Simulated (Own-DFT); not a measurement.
# Which defects push the lattice out? zincblende GaAs

Everything here is calculated. The program is Own-DFT (plane waves, in-house, since retired, never reviewed by a person); positions were held fixed, and spin and spin-orbit coupling were off.

Common settings: PBE; PseudoDojo norm-conserving scalar-relativistic files; cutoff 42 hartree; 3 x 3 x 3 k mesh centred on Gamma; Fermi-Dirac smearing of 0.1 eV.

Limits (not all hold for every row): not probed for a lower state with spin; forces on such cells failed a check on a denser k mesh; forces not confirmed at this smearing and k mesh; forces on such cells passed a denser k mesh, each cell not checked; stress not checked against mesh or cutoff.

All runs share one cell, with vectors in Å (11.307, 0.000, 0.000); (0.000, 11.307, 0.000); (0.000, 0.000, 11.307) and a volume of 1445.4 Å³. The atoms are randomly displaced, by u rms on each axis. The defect's site can differ from row to row.

| cell | formula | u (Å) | P (GPa) |
|---|---|---|---|
| no defect | As32Ga32 | 0.0205 | 3.51 |
| no defect | As32Ga32 | 0.0456 | 3.87 |
| no defect | As32Ga32 | 0.0505 | 4.04 |
| one Al on a Ga site | AlAs32Ga31 | 0.0460 | 3.85 |
| one Al on a Ga site | AlAs32Ga31 | 0.0482 | 3.95 |
| one Al on a Ga site | AlAs32Ga31 | 0.0482 | 3.90 |
| one P on an As site | As31Ga32P | 0.0268 | 3.31 |
| one P on an As site | As31Ga32P | 0.0281 | 3.36 |
| one P on an As site | As31Ga32P | 0.0287 | ? |
| one P on an As site | As31Ga32P | 0.0301 | 3.35 |
| one As on a Ga site | As33Ga31 | 0.0308 | 4.24 |
| one As on a Ga site | As33Ga31 | 0.0487 | 4.67 |
| one As on a Ga site | As33Ga31 | 0.0531 | 4.55 |
| one In on a Ga site | As32Ga31In | 0.0314 | 4.30 |
| one In on a Ga site | As32Ga31In | 0.0509 | 4.70 |
| one In on a Ga site | As32Ga31In | 0.0516 | 4.54 |

## Fit

P = P0 + c u² + a shift for each defect gives P0 = 3.45 GPa, c = 212 ± 29 GPa/Å² and a scatter of 0.07 GPa. The shifts, and each times the cell's volume:

- one In on a Ga site: 0.62 ± 0.06 GPa, 5.6 eV
- one As on a Ga site: 0.60 ± 0.06 GPa, 5.4 eV
- one Al on a Ga site: -0.03 ± 0.06 GPa, -0.3 eV (not resolved)
- one P on an As site: -0.28 ± 0.06 GPa, -2.5 eV

Positive is outwards. The product with the volume (160.2 GPa Å³ to the eV) is nearly free of the cell's size; divided by the bulk modulus at the cell's pressure it gives the volume that the defect adds. The atoms around the defects weren't relaxed, which would change these numbers.

## Test on the hidden row

Asked: what pressure belongs in the blank (one P on an As site, u = 0.0287 Å)?

The fitted form gives 3.35 ± 0.08 GPa. DFT gave 3.32 GPa.
